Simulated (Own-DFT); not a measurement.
# Point defects and the pressure they add: C11b WSi2

Source: density functional calculations with Own-DFT, an unreviewed in-house program that is no longer used. Nothing was measured or relaxed, and spin and spin-orbit coupling are left out.

Common settings: PBE; PseudoDojo norm-conserving scalar-relativistic files; cutoff 50 hartree; 5 x 5 x 5 k mesh centred on Gamma; cold (Marzari-Vanderbilt) smearing of 0.2 eV.

Caveats: forces on such cells failed a check on a denser k mesh; stress not checked against mesh or cutoff.

All runs share one cell, with vectors in Å (-2.148, -5.953, 3.409); (-6.444, 2.976, 1.136); (-2.553, -2.948, -6.757) and a volume of 403.2 Å³. The atoms are randomly displaced, by u rms on each axis. The defect's site can differ from row to row.

| cell | formula | u (Å) | P (GPa) |
|---|---|---|---|
| no defect | Si20W10 | 0.0188 | 4.43 |
| no defect | Si20W10 | 0.0502 | 6.97 |
| no defect | Si20W10 | 0.0505 | 6.05 |
| one W vacancy | Si20W9 | 0.0289 | 3.74 |
| one W vacancy | Si20W9 | 0.0298 | 3.30 |
| one W vacancy | Si20W9 | 0.0467 | 4.46 |
| one Si on a W site | Si21W9 | 0.0260 | 5.79 |
| one Si on a W site | Si21W9 | 0.0307 | 6.26 |
| one Si on a W site | Si21W9 | 0.0488 | ? |
| one Si on a W site | Si21W9 | 0.0492 | 7.24 |
| one W on a Si site | Si19W11 | 0.0305 | 9.83 |
| one W on a Si site | Si19W11 | 0.0454 | 10.82 |
| one W on a Si site | Si19W11 | 0.0550 | 11.70 |
| one Si vacancy | Si19W10 | 0.0292 | 3.03 |
| one Si vacancy | Si19W10 | 0.0460 | 4.21 |
| one Si vacancy | Si19W10 | 0.0468 | 3.64 |

## Fit

P = P0 + c u² + a shift for each defect gives P0 = 4.30 GPa, c = 839 ± 103 GPa/Å² and a scatter of 0.32 GPa. The shifts, and each times the cell's volume:

- one W on a Si site: 4.80 ± 0.26 GPa, 12.1 eV
- one Si on a W site: 1.01 ± 0.26 GPa, 2.5 eV
- one W vacancy: -1.55 ± 0.26 GPa, -3.9 eV
- one Si vacancy: -2.12 ± 0.26 GPa, -5.3 eV

A positive shift means that the defect pushes the cell outwards. Shift times volume (160.2 GPa Å³ is 1 eV) depends little on the cell's size, so, taken for each site, it can be compared between cells at like pressure. The atoms around the defects weren't relaxed, which would change these numbers.

## Check

Asked: what pressure belongs in the blank (one Si on a W site, u = 0.0488 Å)?

From the fit: 7.30 ± 0.38 GPa. The calculation gave 7.18 GPa.
